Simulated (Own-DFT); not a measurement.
# Which defects push the lattice out? L1_0 TiAl

Everything here is calculated. The program is Own-DFT (plane waves, in-house, since retired, never reviewed by a person); positions were held fixed, and spin and spin-orbit coupling were off.

Method: PBEsol; PseudoDojo norm-conserving scalar-relativistic files, made for PBE; cutoff 42 hartree; 4 x 4 x 4 k mesh centred on Gamma; cold (Marzari-Vanderbilt) smearing of 0.2 eV.

Limits: forces on such cells failed a check on a denser k mesh; stress not checked against mesh or cutoff.

All runs share one cell, with vectors in Å (5.622, 5.622, 0.000); (-5.622, 5.622, 0.000); (0.000, 0.000, 8.133) and a volume of 514.0 Å³. The atoms are randomly displaced, by u rms on each axis. The defect's site can differ from row to row.

| cell | formula | u (Å) | P (GPa) |
|---|---|---|---|
| no defect | Al16Ti16 | 0.0193 | -1.68 |
| no defect | Al16Ti16 | 0.0201 | -1.67 |
| no defect | Al16Ti16 | 0.0500 | -1.15 |
| one Ti vacancy | Al16Ti15 | 0.0258 | -2.15 |
| one Ti vacancy | Al16Ti15 | 0.0300 | -2.22 |
| one Ti vacancy | Al16Ti15 | 0.0302 | -2.23 |
| two Al vacancies | Al14Ti16 | 0.0276 | -3.46 |
| two Al vacancies | Al14Ti16 | 0.0305 | -3.13 |
| two Al vacancies | Al14Ti16 | 0.0510 | ? |
| two Al vacancies | Al14Ti16 | 0.0539 | -2.79 |

## Analysis

P = P0 + c u² + a shift for each defect gives P0 = -1.77 GPa, c = 245 ± 44 GPa/Å² and a scatter of 0.11 GPa. The shifts, and each times the cell's volume:

- one Ti vacancy: -0.63 ± 0.09 GPa, -2.0 eV
- two Al vacancies: -1.74 ± 0.09 GPa, -5.6 eV (-2.8 eV for each of its 2 sites)

Positive is outwards. The product with the volume (160.2 GPa Å³ to the eV) is nearly free of the cell's size; divided by the bulk modulus at the cell's pressure it gives the volume that the defect adds. The atoms around the defects weren't relaxed, which would change these numbers.

## Withheld run

Question: what pressure belongs in the blank (two Al vacancies, u = 0.0510 Å)?

The fitted form gives -2.87 ± 0.13 GPa. DFT gave -2.67 GPa.
